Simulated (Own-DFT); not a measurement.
# Computed records: SiGe (diamond lattice with Si and Ge gathered in clusters, atoms displaced)

A calculation, not a measurement: plane-wave density functional theory by an unreviewed code, no spin, of a simulated periodic cell, stress positive in tension, run twice, with PBE and with PBEsol, both on files made for PBE, so the change isn't that of files made for PBEsol; forces on such cells passed a denser k mesh, this cell's mesh not checked; the far tail of each file's local potential was reset to the Coulomb form; each entry is a single point on an unrelaxed cell, so the pressure reflects the starting lattice, mostly measured values (interpolated for alloys), from which strain is counted, and rises with the displacements; printed positions are rounded, which can move forces by about a meV/angstrom; the program, named Own-DFT, is a retired in-house code; no spin-orbit coupling; stress was not checked against mesh or cutoff. Program: Own-DFT development build.

Settings shared by all entries: functional PBE, then PBEsol; potential files PseudoDojo norm-conserving, scalar-relativistic, standard set; wave cutoff 42 hartree; occupations Fermi-Dirac; smearing width 0.1 eV; k mesh 3 x 3 x 3 centred on Gamma.

```json
{"entry": 1, "formula": "SiGe", "kind": "diamond lattice with Si and Ge gathered in clusters, atoms displaced", "structure": {"cell_angstrom": [[11.089, 0.0, 0.0], [0.0, 11.089, 0.0], [0.0, 0.0, 11.089]], "atoms_fractional": [["Ge", 0.00223, 0.00234, 0.00156], ["Ge", 0.99418, 0.24774, 0.24629], ["Ge", 0.2538, 0.99842, 0.25395], ["Ge", 0.25138, 0.24693, 0.99681], ["Ge", 0.12553, 0.12324, 0.12194], ["Si", 0.12866, 0.37749, 0.3732], ["Ge", 0.37547, 0.12951, 0.37709], ["Ge", 0.37261, 0.37602, 0.12437], ["Si", 0.00184, 0.00321, 0.50236], ["Si", 0.00297, 0.25421, 0.75007], ["Si", 0.2513, 0.9937, 0.75015], ["Si", 0.25004, 0.25304, 0.50213], ["Si", 0.12526, 0.12071, 0.62484], ["Si", 0.12183, 0.37431, 0.874], ["Ge", 0.37446, 0.12999, 0.87349], ["Si", 0.37425, 0.37441, 0.62502], ["Si", 0.00193, 0.49919, 0.99865], ["Si", 0.00191, 0.75533, 0.25078], ["Si", 0.25247, 0.49893, 0.24783], ["Si", 0.25317, 0.74851, 0.99623], ["Si", 0.1235, 0.62476, 0.12588], ["Si", 0.12851, 0.87899, 0.37538], ["Si", 0.3732, 0.62663, 0.37627], ["Ge", 0.37456, 0.8758, 0.12959], ["Si", 2e-05, 0.50399, 0.49924], ["Si", 0.00163, 0.75322, 0.75612], ["Si", 0.25361, 0.4986, 0.74721], ["Si", 0.2532, 0.75085, 0.49922], ["Si", 0.12402, 0.62648, 0.62668], ["Si", 0.1231, 0.87659, 0.88204], ["Si", 0.37704, 0.62824, 0.87587], ["Si", 0.37978, 0.87443, 0.62371], ["Ge", 0.49601, 0.99784, 0.99967], ["Ge", 0.49624, 0.25084, 0.25403], ["Ge", 0.74885, 0.00271, 0.24759], ["Ge", 0.74857, 0.25306, 0.00235], ["Ge", 0.62214, 0.12412, 0.12302], ["Ge", 0.62446, 0.37254, 0.37559], ["Ge", 0.8698, 0.12392, 0.37161], ["Ge", 0.87666, 0.37353, 0.12636], ["Ge", 0.50171, 0.00283, 0.5003], ["Ge", 0.50326, 0.25309, 0.74912], ["Ge", 0.75138, 0.99752, 0.7488], ["Ge", 0.75237, 0.25109, 0.50363], ["Ge", 0.62165, 0.12938, 0.62305], ["Ge", 0.62557, 0.37131, 0.87479], ["Ge", 0.87552, 0.12328, 0.87624], ["Si", 0.87682, 0.37011, 0.62383], ["Ge", 0.50096, 0.50001, 0.00141], ["Ge", 0.49568, 0.74913, 0.2469], ["Ge", 0.7511, 0.50324, 0.24894], ["Ge", 0.74927, 0.75159, 0.00278], ["Ge", 0.63248, 0.62806, 0.12629], ["Ge", 0.62233, 0.87793, 0.37095], ["Si", 0.87479, 0.62745, 0.37615], ["Ge", 0.87031, 0.87305, 0.1272], ["Si", 0.49769, 0.50286, 0.50088], ["Si", 0.50242, 0.7501, 0.74582], ["Si", 0.75365, 0.49844, 0.74853], ["Si", 0.74566, 0.75115, 0.50179], ["Si", 0.62723, 0.62569, 0.62461], ["Ge", 0.62493, 0.87212, 0.87502], ["Si", 0.87727, 0.63329, 0.87355], ["Si", 0.87659, 0.87151, 0.62219]]}, "results": {"PBE_pressure [GPa]": 2.95, "PBE_stress_xx [GPa]": -2.94, "PBE_stress_yy [GPa]": -2.93, "PBE_stress_zz [GPa]": -2.98, "PBE_stress_yz [GPa]": -0.23, "PBE_stress_xz [GPa]": -0.14, "PBE_stress_xy [GPa]": -0.08, "PBEsol_pressure [GPa]": 0.66, "PBEsol_stress_xx [GPa]": -0.66, "PBEsol_stress_yy [GPa]": -0.64, "PBEsol_stress_zz [GPa]": -0.69, "PBEsol_stress_yz [GPa]": -0.23, "PBEsol_stress_xz [GPa]": -0.13, "PBEsol_stress_xy [GPa]": -0.07, "force_element": ["Ge", "Ge", "Ge", "Ge", "Ge", "Si", "Ge", "Ge", "Si", "Si", "Si", "Si", "Si", "Si", "Ge", "Si", "Si", "Si", "Si", "Si", "Si", "Si", "Si", "Ge", "Si", "Si", "Si", "Si", "Si", "Si", "Si", "Si", "Ge", "Ge", "Ge", "Ge", "Ge", "Ge", "Ge", "Ge", "Ge", "Ge", "Ge", "Ge", "Ge", "Ge", "Ge", "Si", "Ge", "Ge", "Ge", "Ge", "Ge", "Ge", "Si", "Ge", "Si", "Si", "Si", "Si", "Si", "Ge", "Si", "Si"], "PBE_force_x [eV/angstrom]": [-0.588, 1.421, -0.657, -0.862, 0.449, -0.448, -0.631, 0.049, -0.279, -0.118, -0.279, -0.546, 0.372, 0.655, 0.123, 0.115, -0.195, 0.12, -0.599, -0.701, 0.347, -0.544, -0.086, -0.566, 0.072, 0.226, -0.498, -0.5, 0.282, 0.764, -0.023, -0.495, 0.166, 0.452, -0.36, 0.295, -0.268, -0.054, 0.838, -0.102, -0.504, -0.87, 0.029, -0.073, 0.749, 0.427, 0.172, 0.63, 0.081, 0.461, 0.476, 0.49, -1.217, 0.291, 0.236, 1.129, 0.057, -0.264, 0.166, 0.563, -0.179, -0.398, -0.09, 0.291], "PBE_force_y [eV/angstrom]": [-0.798, 0.171, 0.58, 0.968, 0.198, -0.037, -0.188, -0.065, -0.627, -0.801, 0.216, -0.135, 0.662, 0.577, -1.18, 0.449, 0.556, -0.63, 0.738, 0.062, 0.109, -0.506, -0.565, -0.455, -0.425, 0.146, 0.334, 0.107, 0.075, -0.431, -0.302, -0.173, 0.179, 0.035, -0.34, -0.642, 0.36, 0.974, -0.129, 1.071, -0.351, 0.088, 0.031, 0.013, -0.602, 1.239, 0.779, 1.182, 0.508, -0.536, -0.369, -0.278, -0.397, -0.576, 0.462, 0.371, -0.037, -0.421, 0.417, -0.111, -0.444, 0.127, -1.3, 0.068], "PBE_force_z [eV/angstrom]": [-0.05, 0.9, -0.008, 0.128, 0.853, 0.237, 0.614, 0.087, -0.44, -0.3, -0.076, 0.106, 0.436, -0.179, -0.78, -0.28, -0.162, 0.395, 0.517, 0.612, -0.179, 0.64, -0.076, -1.147, 0.041, -0.76, 0.541, 0.271, 0.056, -0.788, -0.811, 0.183, -0.279, -0.852, -0.058, -0.115, 0.141, 0.399, 1.0, -0.728, 0.011, -0.316, -0.452, -0.381, 0.455, -0.199, -0.488, 0.353, -0.293, 0.727, 0.826, -0.976, -0.083, 0.476, 0.197, 0.088, 0.108, 0.213, -0.013, -0.375, 0.121, -0.351, 0.176, 0.09], "PBEsol_force_x [eV/angstrom]": [-0.61, 1.33, -0.584, -0.792, 0.426, -0.48, -0.563, 0.095, -0.325, -0.154, -0.235, -0.499, 0.374, 0.693, 0.152, 0.17, -0.241, 0.073, -0.535, -0.652, 0.339, -0.49, -0.04, -0.506, 0.068, 0.23, -0.487, -0.494, 0.276, 0.705, 0.029, -0.438, 0.171, 0.442, -0.354, 0.28, -0.254, -0.027, 0.772, -0.142, -0.45, -0.799, -0.006, -0.125, 0.724, 0.38, 0.132, 0.568, 0.112, 0.487, 0.425, 0.435, -1.178, 0.251, 0.183, 1.044, 0.1, -0.212, 0.123, 0.503, -0.174, -0.35, -0.145, 0.247], "PBEsol_force_y [eV/angstrom]": [-0.724, 0.137, 0.598, 0.898, 0.189, -0.077, -0.218, -0.107, -0.575, -0.843, 0.252, -0.184, 0.656, 0.528, -1.11, 0.389, 0.508, -0.575, 0.683, 0.103, 0.111, -0.446, -0.519, -0.403, -0.426, 0.157, 0.328, 0.111, 0.076, -0.365, -0.342, -0.117, 0.181, 0.026, -0.326, -0.628, 0.346, 0.903, -0.094, 0.99, -0.294, 0.046, 0.066, -0.035, -0.58, 1.155, 0.722, 1.113, 0.447, -0.463, -0.394, -0.226, -0.384, -0.515, 0.421, 0.401, -0.078, -0.373, 0.367, -0.062, -0.446, 0.162, -1.245, 0.105], "PBEsol_force_z [eV/angstrom]": [-0.011, 0.833, -0.051, 0.157, 0.817, 0.194, 0.548, 0.049, -0.481, -0.259, -0.032, 0.062, 0.438, -0.129, -0.709, -0.237, -0.114, 0.341, 0.453, 0.655, -0.174, 0.584, -0.129, -1.076, 0.039, -0.751, 0.541, 0.268, 0.059, -0.717, -0.759, 0.132, -0.259, -0.823, -0.059, -0.109, 0.141, 0.35, 0.923, -0.673, -0.035, -0.262, -0.389, -0.421, 0.437, -0.154, -0.433, 0.296, -0.249, 0.665, 0.756, -0.899, -0.081, 0.424, 0.143, 0.051, 0.067, 0.256, 0.031, -0.419, 0.123, -0.295, 0.227, 0.125], "rms_change_of_force_components_from_PBE_to_PBEsol [eV/angstrom]": 0.046}}
{"entry": 2, "formula": "SiGe", "kind": "diamond lattice with Si and Ge gathered in clusters, atoms displaced", "structure": {"cell_angstrom": [[11.089, 0.0, 0.0], [0.0, 11.089, 0.0], [0.0, 0.0, 11.089]], "atoms_fractional": [["Ge", 0.99946, 0.99872, 0.0018], ["Si", 0.00168, 0.24731, 0.24946], ["Si", 0.24945, 0.99968, 0.24949], ["Si", 0.2497, 0.25138, 0.99777], ["Si", 0.12585, 0.11925, 0.12723], ["Si", 0.12862, 0.37649, 0.37183], ["Si", 0.3703, 0.12607, 0.37194], ["Si", 0.37596, 0.37898, 0.12298], ["Ge", 0.00199, 0.99419, 0.49839], ["Ge", 0.00057, 0.25394, 0.75243], ["Ge", 0.24941, 0.99738, 0.7478], ["Si", 0.24661, 0.25312, 0.49683], ["Ge", 0.12428, 0.12047, 0.62806], ["Si", 0.12383, 0.37544, 0.87236], ["Ge", 0.37387, 0.1237, 0.87245], ["Si", 0.37716, 0.37253, 0.62465], ["Si", 0.9983, 0.50442, 0.99671], ["Si", 0.00754, 0.75055, 0.25236], ["Si", 0.24665, 0.494, 0.24624], ["Si", 0.25056, 0.74778, 0.00514], ["Si", 0.12424, 0.62821, 0.12971], ["Si", 0.1232, 0.87617, 0.37755], ["Si", 0.37889, 0.62327, 0.37674], ["Si", 0.37484, 0.87118, 0.12331], ["Si", 0.00038, 0.50228, 0.50251], ["Ge", 0.00172, 0.75153, 0.74751], ["Si", 0.24606, 0.4948, 0.75097], ["Si", 0.25388, 0.74532, 0.50206], ["Si", 0.12576, 0.62614, 0.62418], ["Ge", 0.12218, 0.87517, 0.87261], ["Si", 0.37301, 0.62598, 0.87586], ["Ge", 0.37011, 0.87582, 0.62501], ["Ge", 0.50282, 0.99894, 0.99754], ["Si", 0.49897, 0.24826, 0.25109], ["Ge", 0.74771, 0.00053, 0.2476], ["Ge", 0.75348, 0.24919, 0.99679], ["Ge", 0.62477, 0.12357, 0.12405], ["Si", 0.62592, 0.37484, 0.37025], ["Ge", 0.87197, 0.12177, 0.37803], ["Si", 0.87147, 0.37557, 0.12431], ["Ge", 0.50507, 0.00394, 0.49603], ["Ge", 0.49895, 0.25562, 0.74941], ["Ge", 0.74923, 0.99932, 0.74717], ["Ge", 0.75083, 0.2511, 0.50177], ["Ge", 0.62525, 0.12219, 0.62824], ["Ge", 0.62616, 0.37381, 0.87005], ["Ge", 0.87437, 0.1249, 0.88009], ["Ge", 0.8744, 0.37686, 0.62118], ["Si", 0.49869, 0.49425, 0.99912], ["Si", 0.49479, 0.75099, 0.24899], ["Si", 0.74864, 0.49847, 0.24988], ["Ge", 0.7551, 0.74825, 0.99894], ["Si", 0.61841, 0.62065, 0.12052], ["Ge", 0.63073, 0.8673, 0.37432], ["Si", 0.87314, 0.62405, 0.37559], ["Ge", 0.87553, 0.87297, 0.12513], ["Si", 0.49722, 0.50119, 0.50197], ["Ge", 0.49562, 0.75064, 0.74762], ["Ge", 0.74856, 0.49765, 0.7446], ["Ge", 0.75516, 0.75478, 0.49778], ["Ge", 0.62443, 0.6197, 0.62502], ["Ge", 0.62054, 0.87588, 0.87287], ["Ge", 0.87379, 0.63192, 0.8792], ["Ge", 0.87982, 0.87344, 0.6205]]}, "results": {"PBE_pressure [GPa]": 3.05, "PBE_stress_xx [GPa]": -3.06, "PBE_stress_yy [GPa]": -3.03, "PBE_stress_zz [GPa]": -3.07, "PBE_stress_yz [GPa]": -0.32, "PBE_stress_xz [GPa]": -0.21, "PBE_stress_xy [GPa]": 0.25, "PBEsol_pressure [GPa]": 0.77, "PBEsol_stress_xx [GPa]": -0.77, "PBEsol_stress_yy [GPa]": -0.75, "PBEsol_stress_zz [GPa]": -0.79, "PBEsol_stress_yz [GPa]": -0.3, "PBEsol_stress_xz [GPa]": -0.19, "PBEsol_stress_xy [GPa]": 0.23, "force_element": ["Ge", "Si", "Si", "Si", "Si", "Si", "Si", "Si", "Ge", "Ge", "Ge", "Si", "Ge", "Si", "Ge", "Si", "Si", "Si", "Si", "Si", "Si", "Si", "Si", "Si", "Si", "Ge", "Si", "Si", "Si", "Ge", "Si", "Ge", "Ge", "Si", "Ge", "Ge", "Ge", "Si", "Ge", "Si", "Ge", "Ge", "Ge", "Ge", "Ge", "Ge", "Ge", "Ge", "Si", "Si", "Si", "Ge", "Si", "Ge", "Si", "Ge", "Si", "Ge", "Ge", "Ge", "Ge", "Ge", "Ge", "Ge"], "PBE_force_x [eV/angstrom]": [0.363, -0.122, 0.167, -0.316, 0.235, -0.97, 0.152, -0.198, 0.065, -0.266, -0.024, 0.492, 0.007, 0.201, -0.139, -1.008, 0.426, -0.935, 0.682, -0.186, 0.159, 1.353, -0.77, -0.252, 0.404, 0.007, 0.616, -0.655, 0.326, 0.783, -0.274, 0.691, -0.953, -0.336, 0.293, -0.674, -0.338, -0.559, 0.683, 0.929, -0.908, -0.2, 0.659, -0.788, -0.199, -0.083, 0.441, 0.77, -0.117, 0.483, -0.113, -2.014, 0.383, -1.255, 0.755, 0.471, 0.274, 0.013, 0.675, -0.161, -0.255, 0.883, 0.67, -0.446], "PBE_force_y [eV/angstrom]": [0.17, 0.307, -0.515, -0.043, 1.003, -0.177, 0.244, -0.99, 0.84, -0.421, 0.204, -0.355, 1.04, 0.338, 0.484, 0.651, -0.519, -0.18, 1.06, -0.087, -0.708, -0.829, -0.18, 0.562, 0.171, -0.72, 0.674, 0.164, -0.6, -0.324, -0.732, -0.109, -0.042, 0.446, -0.4, 0.597, 0.783, 0.11, 0.448, 0.237, -0.505, -0.925, -0.343, -0.022, 0.968, 0.366, -0.356, 0.002, 0.794, -0.712, 0.423, 0.477, 0.227, 0.735, -0.188, -0.238, -0.798, -0.584, 0.569, -1.657, 0.979, -0.681, -1.459, 0.324], "PBE_force_z [eV/angstrom]": [0.149, -0.091, 0.068, 0.552, -0.207, 0.338, 0.131, 0.194, -0.122, -0.163, 0.6, 0.306, -0.789, 0.997, 0.34, -0.553, 0.799, 0.384, 0.259, -0.463, -0.565, -0.472, -0.535, 0.316, -0.88, -0.068, -0.347, -0.707, 0.023, 0.876, 0.215, -1.011, 0.618, -0.211, 0.254, 0.821, 0.072, 0.562, -0.564, 0.213, -0.313, -0.278, 0.479, -0.512, -0.307, 0.924, -1.039, 0.113, -0.449, -0.129, -0.311, 0.864, 0.614, -0.807, -0.512, 0.711, -0.658, 0.287, 0.95, 0.434, -0.66, -0.096, -1.424, 0.778], "PBEsol_force_x [eV/angstrom]": [0.305, -0.166, 0.168, -0.274, 0.186, -0.971, 0.187, -0.19, 0.007, -0.302, -0.025, 0.448, -0.025, 0.142, -0.095, -0.945, 0.374, -0.975, 0.678, -0.224, 0.151, 1.289, -0.76, -0.206, 0.351, -0.035, 0.615, -0.604, 0.276, 0.716, -0.225, 0.706, -0.878, -0.286, 0.288, -0.682, -0.288, -0.51, 0.626, 0.872, -0.836, -0.139, 0.627, -0.726, -0.184, -0.049, 0.419, 0.696, -0.065, 0.529, -0.11, -1.908, 0.421, -1.17, 0.695, 0.422, 0.327, 0.05, 0.642, -0.186, -0.208, 0.856, 0.612, -0.433], "PBEsol_force_y [eV/angstrom]": [0.128, 0.26, -0.52, -0.089, 0.943, -0.173, 0.197, -0.984, 0.847, -0.455, 0.197, -0.394, 0.967, 0.28, 0.433, 0.592, -0.466, -0.131, 1.052, -0.047, -0.702, -0.761, -0.181, 0.611, 0.123, -0.645, 0.666, 0.216, -0.542, -0.279, -0.679, -0.072, -0.011, 0.393, -0.391, 0.529, 0.713, 0.068, 0.4, 0.186, -0.518, -0.944, -0.326, -0.062, 0.933, 0.31, -0.342, -0.044, 0.74, -0.658, 0.429, 0.496, 0.267, 0.756, -0.136, -0.192, -0.751, -0.519, 0.546, -1.554, 0.982, -0.648, -1.361, 0.317], "PBEsol_force_z [eV/angstrom]": [0.099, -0.053, 0.068, 0.502, -0.255, 0.34, 0.174, 0.195, -0.062, -0.194, 0.576, 0.351, -0.729, 0.94, 0.291, -0.489, 0.739, 0.347, 0.251, -0.502, -0.564, -0.404, -0.536, 0.266, -0.821, -0.03, -0.349, -0.654, 0.077, 0.809, 0.161, -0.925, 0.554, -0.25, 0.249, 0.748, 0.029, 0.604, -0.51, 0.162, -0.257, -0.227, 0.465, -0.455, -0.299, 0.849, -1.003, 0.153, -0.507, -0.086, -0.31, 0.796, 0.57, -0.737, -0.462, 0.639, -0.596, 0.249, 0.912, 0.451, -0.594, -0.097, -1.408, 0.749], "rms_change_of_force_components_from_PBE_to_PBEsol [eV/angstrom]": 0.047}}
{"entry": 3, "formula": "SiGe", "kind": "diamond lattice with Si and Ge gathered in clusters, atoms displaced", "structure": {"cell_angstrom": [[11.089, 0.0, 0.0], [0.0, 11.089, 0.0], [0.0, 0.0, 11.089]], "atoms_fractional": [["Si", 0.00119, 0.00121, 0.00332], ["Ge", 0.00244, 0.24764, 0.24798], ["Ge", 0.25313, 0.99743, 0.24861], ["Ge", 0.25037, 0.25114, 0.00157], ["Ge", 0.12265, 0.12665, 0.12398], ["Ge", 0.12091, 0.37121, 0.37418], ["Ge", 0.37121, 0.1241, 0.37758], ["Ge", 0.37363, 0.37107, 0.1247], ["Ge", 0.99821, 0.99647, 0.49867], ["Ge", 0.9955, 0.25213, 0.75216], ["Ge", 0.25078, 0.00112, 0.7472], ["Ge", 0.24945, 0.2516, 0.49911], ["Ge", 0.12514, 0.12527, 0.62863], ["Ge", 0.12763, 0.37554, 0.87781], ["Ge", 0.3762, 0.12424, 0.86789], ["Ge", 0.37847, 0.3792, 0.6219], ["Si", 0.00029, 0.49904, 0.99774], ["Si", 0.99757, 0.74873, 0.24825], ["Ge", 0.24826, 0.50592, 0.25238], ["Si", 0.25098, 0.75114, 0.00465], ["Si", 0.1256, 0.61859, 0.12779], ["Ge", 0.12562, 0.87767, 0.37553], ["Ge", 0.37238, 0.62347, 0.37282], ["Si", 0.37478, 0.87412, 0.1234], ["Ge", 0.00431, 0.49731, 0.50143], ["Si", 0.99637, 0.75157, 0.74936], ["Ge", 0.25313, 0.49834, 0.75018], ["Ge", 0.2527, 0.75275, 0.50306], ["Ge", 0.12218, 0.61883, 0.62811], ["Si", 0.12521, 0.87772, 0.87317], ["Si", 0.37659, 0.63002, 0.87083], ["Ge", 0.37668, 0.87749, 0.62383], ["Si", 0.49993, 0.00015, 0.00017], ["Ge", 0.50049, 0.2509, 0.25394], ["Si", 0.74773, 0.9975, 0.24908], ["Si", 0.75046, 0.25002, 0.0002], ["Si", 0.62237, 0.12624, 0.12243], ["Ge", 0.62574, 0.37283, 0.37617], ["Ge", 0.87395, 0.12521, 0.3722], ["Si", 0.87143, 0.37513, 0.12492], ["Ge", 0.49936, 9e-05, 0.49705], ["Ge", 0.50262, 0.25156, 0.749], ["Si", 0.75177, 0.00133, 0.7498], ["Ge", 0.75446, 0.24728, 0.49668], ["Ge", 0.62138, 0.12346, 0.62578], ["Si", 0.62408, 0.37366, 0.87029], ["Si", 0.87085, 0.12502, 0.87823], ["Ge", 0.87306, 0.37612, 0.62521], ["Si", 0.49949, 0.50319, 0.99306], ["Si", 0.49839, 0.75212, 0.24459], ["Si", 0.74285, 0.50063, 0.24979], ["Si", 0.74756, 0.75195, 0.00155], ["Si", 0.62281, 0.624, 0.12354], ["Si", 0.63216, 0.87478, 0.37881], ["Si", 0.87276, 0.62476, 0.37938], ["Si", 0.87782, 0.87293, 0.11983], ["Ge", 0.50354, 0.50139, 0.50317], ["Si", 0.50195, 0.75492, 0.74501], ["Si", 0.74936, 0.49812, 0.74784], ["Si", 0.74899, 0.75228, 0.49977], ["Si", 0.62644, 0.62928, 0.62572], ["Si", 0.62822, 0.87492, 0.86951], ["Si", 0.87549, 0.62383, 0.87964], ["Si", 0.86935, 0.87596, 0.62246]]}, "results": {"PBE_pressure [GPa]": 2.93, "PBE_stress_xx [GPa]": -2.95, "PBE_stress_yy [GPa]": -2.92, "PBE_stress_zz [GPa]": -2.93, "PBE_stress_yz [GPa]": -0.37, "PBE_stress_xz [GPa]": -0.33, "PBE_stress_xy [GPa]": -0.03, "PBEsol_pressure [GPa]": 0.65, "PBEsol_stress_xx [GPa]": -0.66, "PBEsol_stress_yy [GPa]": -0.64, "PBEsol_stress_zz [GPa]": -0.64, "PBEsol_stress_yz [GPa]": -0.35, "PBEsol_stress_xz [GPa]": -0.32, "PBEsol_stress_xy [GPa]": -0.03, "force_element": ["Si", "Ge", "Ge", "Ge", "Ge", "Ge", "Ge", "Ge", "Ge", "Ge", "Ge", "Ge", "Ge", "Ge", "Ge", "Ge", "Si", "Si", "Ge", "Si", "Si", "Ge", "Ge", "Si", "Ge", "Si", "Ge", "Ge", "Ge", "Si", "Si", "Ge", "Si", "Ge", "Si", "Si", "Si", "Ge", "Ge", "Si", "Ge", "Ge", "Si", "Ge", "Ge", "Si", "Si", "Ge", "Si", "Si", "Si", "Si", "Si", "Si", "Si", "Si", "Ge", "Si", "Si", "Si", "Si", "Si", "Si", "Si"], "PBE_force_x [eV/angstrom]": [-0.443, -1.149, -0.249, 0.082, 0.602, 0.647, 0.345, 0.621, -0.23, 0.13, -0.316, -0.118, -0.6, -0.514, 0.192, -0.282, -0.262, 0.068, -0.203, -0.444, -0.784, -0.242, 1.108, 0.487, -1.106, -0.188, 0.146, -0.66, 0.327, -0.238, 0.099, 0.263, 0.227, -0.062, 0.19, -0.482, 0.369, 0.29, 0.116, 0.138, 0.543, -0.23, -0.017, -0.625, 0.928, 0.56, 0.344, -0.097, 0.107, 0.6, 0.882, 0.144, -0.127, -0.925, -0.042, -0.407, 0.316, 0.164, -0.191, 0.23, 0.274, -0.27, -0.363, 0.329], "PBE_force_y [eV/angstrom]": [-0.303, 0.587, 0.178, -0.744, -0.728, 0.493, 0.126, 1.352, 0.467, -0.44, -0.579, -0.008, 0.213, 0.137, 0.025, -0.633, 0.131, -0.323, -1.4, -0.362, 1.167, -0.964, 0.979, 0.086, 0.275, 0.025, 0.441, -0.689, 1.327, -0.494, 0.32, -0.203, -0.329, -0.643, 0.009, 0.16, -0.344, 0.511, -0.828, 0.39, -0.346, 0.271, -0.129, 0.107, -0.105, 0.558, -0.347, 0.121, -0.269, -0.044, 0.272, -0.38, 0.254, -0.186, 0.049, 0.195, 0.688, -0.487, 0.766, -0.525, -0.009, 0.162, 0.281, -0.281], "PBE_force_z [eV/angstrom]": [-0.975, -0.246, -0.375, -0.543, -0.175, -0.24, -0.491, 0.07, 0.529, 0.488, 0.462, 0.488, -0.555, -0.155, 1.204, 0.298, 0.75, 0.096, -0.437, -0.668, -0.789, -0.534, 0.393, -0.292, -0.492, 0.325, 0.452, -0.159, 0.241, 0.532, 0.402, 0.243, -0.355, -0.575, -0.664, -0.069, 0.213, 0.01, -0.492, -0.095, -0.195, -0.063, 0.132, 0.678, -0.151, 0.833, 0.122, -0.083, 0.172, 0.596, -0.083, -0.33, -0.181, -1.05, -0.723, 0.621, -0.519, 0.639, 0.622, 0.27, 0.207, 0.609, -0.503, 0.558], "PBEsol_force_x [eV/angstrom]": [-0.382, -1.07, -0.281, 0.073, 0.621, 0.632, 0.335, 0.565, -0.177, 0.169, -0.266, -0.115, -0.572, -0.457, 0.152, -0.275, -0.205, 0.111, -0.154, -0.448, -0.718, -0.2, 1.03, 0.429, -1.032, -0.145, 0.103, -0.634, 0.353, -0.184, 0.046, 0.211, 0.181, -0.099, 0.228, -0.478, 0.323, 0.236, 0.153, 0.181, 0.479, -0.269, -0.054, -0.606, 0.853, 0.503, 0.384, -0.043, 0.065, 0.555, 0.83, 0.133, -0.131, -0.965, 0.002, -0.398, 0.258, 0.106, -0.141, 0.229, 0.228, -0.27, -0.36, 0.369], "PBEsol_force_y [eV/angstrom]": [-0.241, 0.535, 0.218, -0.712, -0.657, 0.474, 0.124, 1.271, 0.493, -0.391, -0.511, -0.012, 0.206, 0.092, 0.057, -0.613, 0.074, -0.282, -1.399, -0.363, 1.099, -0.892, 0.909, 0.139, 0.225, -0.012, 0.387, -0.663, 1.234, -0.445, 0.278, -0.151, -0.285, -0.588, 0.057, 0.164, -0.289, 0.452, -0.762, 0.344, -0.291, 0.217, -0.074, 0.109, -0.066, 0.492, -0.3, 0.072, -0.309, -0.075, 0.221, -0.373, 0.245, -0.142, -0.001, 0.197, 0.614, -0.432, 0.709, -0.524, -0.057, 0.162, 0.275, -0.232], "PBEsol_force_z [eV/angstrom]": [-0.919, -0.197, -0.309, -0.523, -0.121, -0.222, -0.472, 0.102, 0.47, 0.431, 0.404, 0.467, -0.542, -0.191, 1.121, 0.289, 0.697, 0.14, -0.372, -0.656, -0.727, -0.48, 0.412, -0.243, -0.439, 0.275, 0.392, -0.16, 0.196, 0.479, 0.349, 0.19, -0.395, -0.517, -0.619, -0.068, 0.257, 0.046, -0.433, -0.047, -0.145, -0.11, 0.081, 0.652, -0.182, 0.775, 0.08, -0.121, 0.202, 0.639, -0.028, -0.323, -0.177, -0.99, -0.667, 0.615, -0.535, 0.578, 0.563, 0.269, 0.159, 0.598, -0.499, 0.501], "rms_change_of_force_components_from_PBE_to_PBEsol [eV/angstrom]": 0.046}}
```
